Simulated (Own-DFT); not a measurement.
# Shaking the atoms of 3C SiC, 64 atoms (C32Si32)

Calculated results; nothing here was measured. The program, named Own-DFT, is a retired in-house plane-wave density functional code that no person has reviewed. Each row is one single-point run on a periodic cell that was not relaxed, without spin or spin-orbit coupling.

Settings of every run: PBE; PseudoDojo norm-conserving scalar-relativistic files; cutoff 42 hartree; 4 x 4 x 4 k mesh centred on Gamma; Fermi-Dirac smearing of 0.1 eV.

Known limits, some of them of some rows only: some atoms lie very close together; forces on such cells passed a denser k mesh, each cell not checked; stress not checked against mesh or cutoff.

Cell vectors in Å: (8.719, 0.000, 0.000); (0.000, 8.719, 0.000); (0.000, 0.000, 8.719). In each run every atom was moved at random and independently from its ideal site; u is the rms move along one axis. E is the free energy for each atom above the fitted value at u = 0, and F the rms of the force components.

| run | u (Å) | E (meV/atom) | F (eV/Å) | largest force (eV/Å) | P (GPa) |
|---|---|---|---|---|---|
| 1 | 0.0287 | 30.6 | 0.852 | 2.88 | 3.80 |
| 2 | 0.0310 | 37.9 | 0.963 | 3.04 | 4.00 |
| 3 | 0.0595 | 132.4 | 1.796 | 8.03 | 6.23 |
| 4 | 0.0602 | 140.5 | 1.946 | 9.30 | 6.07 |
| 5 | 0.0983 | 356.0 | 3.124 | 15.69 | 11.94 |
| 6 | 0.1010 | ? | ? | ? | ? |
| 7 | 0.1072 | 453.5 | 3.841 | 15.75 | 14.76 |
| 8 | 0.1443 | 771.7 | 5.247 | 31.72 | 19.42 |

## Worked fit

For small independent moves the energy grows as E = (3/2) K u², with K the mean stiffness felt by one atom. The runs with u up to 0.11 Å give K = 25.4 ± 0.5 eV/Å², with residuals divided by u² + 0.0006 Å², since the noise grows with the moves. The scatter is 3.4 meV/atom at u = 0.05 Å. The forces follow F = G u with G = 31.9 eV/Å²; no force at u = 0 is resolved. G exceeds K because the moves of its neighbours add to the force on an atom, and stiffness differs between atoms. At u = 0.144 Å the parabola gives 795 meV/atom and the run 772. The pressure follows P = 2.80 + 995 u² GPa: at fixed volume, shortened bonds push harder than stretched ones pull.

## Withheld run

Question: what energy and rms force should run 6 give?

The fit gives 389 ± 14 meV/atom and about 3.22 eV/Å. The calculation gave 427.3 meV/atom and 3.883 eV/Å.
